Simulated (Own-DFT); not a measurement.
# Computed records: Si4SnGe11 (diamond-structure random alloy, strained, atoms displaced)

All values are calculated (Own-DFT development build). A calculation, not a measurement: plane-wave density functional theory by an unreviewed code, no spin, of a simulated periodic cell, stress positive in tension, run twice, with PBE and with PBEsol, both on files made for PBE, so the change isn't that of files made for PBEsol, forces on such cells moved up to 12 meV/angstrom on a denser k mesh; the far tail of each file's local potential was reset to the Coulomb form; each entry is a single point on an unrelaxed cell, so the pressure reflects the starting lattice, mostly measured values (interpolated for alloys), from which strain is counted, and rises with the displacements; printed positions are rounded, which can move forces by about a meV/angstrom; the program, named Own-DFT, is a retired in-house code; no spin-orbit coupling; stress was not checked against mesh or cutoff.

Si4SnGe11 (diamond-structure random alloy, strained, atoms displaced)

```xyz
64
Lattice="11.5042 0.0000 0.0000 0.0000 11.5042 0.0000 0.0000 0.0000 11.3064" Properties=species:S:1:pos:R:3 Si4SnGe11
Ge    11.4281     0.1074     0.0126
Ge     0.0163     2.8544     2.8593
Sn     2.9736    11.4501     2.8480
Ge     2.9167     2.8898    11.2888
Ge     1.4393     1.4461     1.4004
Ge     1.4140     4.3549     4.2132
Si     4.3168     1.4307     4.1566
Si     4.3784     4.2179     1.3592
Ge    11.4193    11.4653     5.6471
Sn    11.4519     2.8645     8.3909
Ge     2.7747     0.0554     8.4888
Ge     2.9004     2.7963     5.7431
Ge     1.4707     1.3529     7.0169
Ge     1.4587     4.2141     9.8467
Ge     4.2507     1.4513     9.9016
Ge     4.1789     4.2456     7.0627
Si    11.4359     5.6982     0.0045
Ge    11.4637     8.6428     2.9266
Ge     2.9094     5.7679     2.7602
Si     2.8430     8.6790    11.2461
Ge     1.4766     7.1231     1.4096
Ge     1.4219    10.0530     4.2681
Ge     4.3253     7.1799     4.3567
Ge     4.3474    10.1839     1.4254
Ge    11.4627     5.7469     5.6263
Si    11.4494     8.6534     8.3959
Si     2.8558     5.7605     8.4726
Si     2.8218     8.6193     5.6171
Ge     1.3804     7.2308     7.0789
Ge     1.3752    10.0368     9.8693
Ge     4.3219     7.1785     9.9509
Si     4.3544    10.1638     7.0135
Ge     5.7210    11.4813    11.2783
Si     5.7696     2.9039     2.8314
Ge     8.6976    11.4982     2.8098
Sn     8.6135     2.8915    11.2874
Ge     7.1306     1.3839     1.3612
Si     7.1487     4.3272     4.2177
Si    10.0827     1.4286     4.1780
Ge    10.0175     4.2113     1.3898
Ge     5.6949     0.0400     5.6443
Ge     5.6243     2.9727     8.4715
Si     8.6185     0.0168     8.5652
Si     8.6093     2.8774     5.7848
Si     7.1846     1.3515     7.1313
Ge     7.1387     4.3021     9.8714
Ge    10.0197     1.5207     9.8617
Ge    10.0365     4.3048     7.1108
Ge     5.7563     5.7806    11.2628
Ge     5.8388     8.6537     2.8769
Ge     8.6929     5.7228     2.8172
Ge     8.7181     8.6405    11.2109
Ge     7.2093     7.0648     1.4210
Sn     7.2239    10.0692     4.2146
Ge    10.0666     7.1222     4.1496
Ge    10.0760    10.0231     1.3443
Ge     5.7997     5.7993     5.6126
Si     5.7772     8.6279     8.4769
Si     8.6377     5.7235     8.4429
Ge     8.5783     8.7290     5.5774
Ge     7.1911     7.0941     7.0580
Ge     7.1569    10.0862     9.9859
Ge    10.1168     7.1388     9.9100
Ge    10.1092    10.1268     7.0534
```

```
functional                                        : PBE, then PBEsol
potential files                                   : PseudoDojo norm-conserving, scalar-relativistic, standard set
wave cutoff                                       : 49 hartree
occupations                                       : Fermi-Dirac
smearing width                                    : 0.1 eV
k mesh                                            : 3 x 3 x 3 centred on Gamma
PBE pressure                                      : 1.87 GPa
PBE stress xx                                     : -1.61 GPa
PBE stress yy                                     : -1.39 GPa
PBE stress zz                                     : -2.61 GPa
PBE stress yz                                     : -0.1 GPa
PBE stress xz                                     : -0.9 GPa
PBE stress xy                                     : 0.04 GPa
PBEsol pressure                                   : -0.65 GPa
PBEsol stress xx                                  : 0.91 GPa
PBEsol stress yy                                  : 1.11 GPa
PBEsol stress zz                                  : -0.09 GPa
PBEsol stress yz                                  : -0.09 GPa
PBEsol stress xz                                  : -0.85 GPa
PBEsol stress xy                                  : 0.04 GPa
rms change of force components from PBE to PBEsol : 0.049 eV/Å
```

Force:
| force element | PBE force x (eV/Å) | PBE force y (eV/Å) | PBE force z (eV/Å) | PBEsol force x (eV/Å) | PBEsol force y (eV/Å) | PBEsol force z (eV/Å) |
| --- | --- | --- | --- | --- | --- | --- |
| Ge | 0.423 | -0.714 | -0.409 | 0.409 | -0.689 | -0.39 |
| Ge | -0.135 | -0.007 | -0.201 | -0.097 | 0.024 | -0.234 |
| Sn | -2.249 | 0.97 | 0.447 | -2.224 | 0.896 | 0.384 |
| Ge | -0.334 | -0.039 | 0.61 | -0.358 | -0.082 | 0.544 |
| Ge | -0.176 | 0.548 | -0.258 | -0.18 | 0.536 | -0.258 |
| Ge | 0.676 | -0.418 | 0.391 | 0.637 | -0.402 | 0.373 |
| Si | 1.412 | 2.026 | 1.764 | 1.35 | 1.941 | 1.766 |
| Si | 0.009 | 0.808 | 0.501 | -0.032 | 0.824 | 0.439 |
| Ge | 0.863 | 0.961 | -0.866 | 0.872 | 0.889 | -0.804 |
| Sn | 1.446 | -0.84 | 0.131 | 1.403 | -0.81 | 0.14 |
| Ge | 1.172 | -1.223 | 0.068 | 1.105 | -1.141 | 0.082 |
| Ge | -0.437 | -0.151 | -2.08 | -0.444 | -0.121 | -1.965 |
| Ge | -0.584 | -0.225 | -0.727 | -0.558 | -0.214 | -0.689 |
| Ge | 0.422 | 1.985 | 0.88 | 0.412 | 1.86 | 0.852 |
| Ge | 0.42 | -0.209 | -0.421 | 0.391 | -0.189 | -0.404 |
| Ge | 0.787 | 1.778 | 0.007 | 0.781 | 1.661 | -0.001 |
| Si | 1.009 | -0.378 | 0.187 | 0.983 | -0.37 | 0.188 |
| Ge | 0.632 | -0.299 | -1.368 | 0.605 | -0.288 | -1.318 |
| Ge | 0.9 | -0.832 | 0.437 | 0.826 | -0.773 | 0.45 |
| Si | 0.313 | -0.274 | 0.77 | 0.309 | -0.266 | 0.756 |
| Ge | -0.896 | 1.032 | -0.712 | -0.856 | 0.986 | -0.63 |
| Ge | -0.525 | -0.673 | 0.8 | -0.552 | -0.635 | 0.746 |
| Ge | -0.53 | 0.715 | -1.185 | -0.47 | 0.655 | -1.17 |
| Ge | 1.25 | -3.354 | -1.904 | 1.24 | -3.214 | -1.829 |
| Ge | 0.061 | 0.034 | 0.313 | 0.062 | 0.034 | 0.294 |
| Si | 0.228 | -0.29 | 0.798 | 0.224 | -0.281 | 0.778 |
| Si | -0.201 | 0.064 | 0.247 | -0.196 | 0.053 | 0.241 |
| Si | 0.603 | 0.398 | 0.965 | 0.558 | 0.364 | 0.913 |
| Ge | 0.504 | -0.17 | -0.135 | 0.459 | -0.198 | -0.165 |
| Ge | -0.35 | 0.172 | 0.009 | -0.337 | 0.232 | -0.003 |
| Ge | -0.643 | 0.813 | -1.085 | -0.58 | 0.747 | -1.022 |
| Si | -0.985 | -1.263 | 0.768 | -0.961 | -1.175 | 0.74 |
| Ge | -0.295 | 0.704 | -0.065 | -0.278 | 0.681 | -0.042 |
| Si | -0.206 | -0.384 | -0.121 | -0.168 | -0.416 | -0.157 |
| Ge | 0.458 | 0.958 | -1.079 | 0.41 | 0.885 | -1.082 |
| Sn | -1.499 | -0.546 | -0.074 | -1.45 | -0.532 | -0.073 |
| Ge | -0.277 | -0.105 | 1.423 | -0.242 | -0.135 | 1.34 |
| Si | 0.753 | -0.521 | 0.373 | 0.753 | -0.433 | 0.377 |
| Si | -0.533 | 0.483 | 1.024 | -0.492 | 0.442 | 0.972 |
| Ge | 1.969 | 1.826 | 1.454 | 1.879 | 1.749 | 1.436 |
| Ge | 0.05 | 0.963 | 0.285 | 0.076 | 0.91 | 0.245 |
| Ge | 1.011 | -1.344 | -0.025 | 0.945 | -1.275 | 0.005 |
| Si | -0.234 | -0.188 | -0.489 | -0.19 | -0.213 | -0.432 |
| Si | -0.542 | -0.605 | -1.267 | -0.489 | -0.551 | -1.207 |
| Si | -0.098 | 0.881 | 0.012 | -0.165 | 0.858 | 0.004 |
| Ge | -0.361 | 1.338 | -1.244 | -0.385 | 1.274 | -1.178 |
| Ge | 0.045 | -2.44 | -0.269 | 0.076 | -2.336 | -0.228 |
| Ge | -1.446 | 1.631 | -1.735 | -1.333 | 1.57 | -1.678 |
| Ge | -0.144 | -0.93 | 0.659 | -0.109 | -0.874 | 0.611 |
| Ge | -2.005 | -1.895 | -1.861 | -1.935 | -1.83 | -1.794 |
| Ge | -0.881 | -0.942 | -0.079 | -0.828 | -0.874 | -0.108 |
| Ge | -1.004 | -0.697 | 0.769 | -0.965 | -0.663 | 0.755 |
| Ge | 0.278 | 1.296 | -0.173 | 0.273 | 1.248 | -0.165 |
| Sn | -0.777 | 2.184 | -0.034 | -0.75 | 2.103 | -0.038 |
| Ge | -0.316 | 0.855 | 1.238 | -0.297 | 0.83 | 1.187 |
| Ge | 0.339 | 0.363 | 0.634 | 0.318 | 0.356 | 0.616 |
| Ge | -0.539 | -1.486 | 0.37 | -0.547 | -1.379 | 0.375 |
| Si | -0.357 | 0.183 | -0.253 | -0.32 | 0.149 | -0.215 |
| Si | -0.257 | 0.125 | 0.686 | -0.25 | 0.118 | 0.67 |
| Ge | 2.256 | -2.804 | 2.325 | 2.186 | -2.713 | 2.241 |
| Ge | 0.56 | 1.34 | 0.502 | 0.523 | 1.292 | 0.421 |
| Ge | 0.501 | -0.552 | -1.427 | 0.491 | -0.533 | -1.321 |
| Ge | -0.064 | 0.016 | -1.153 | -0.103 | 0.058 | -1.092 |
| Ge | -1.47 | -0.653 | 0.849 | -1.414 | -0.621 | 0.75 |
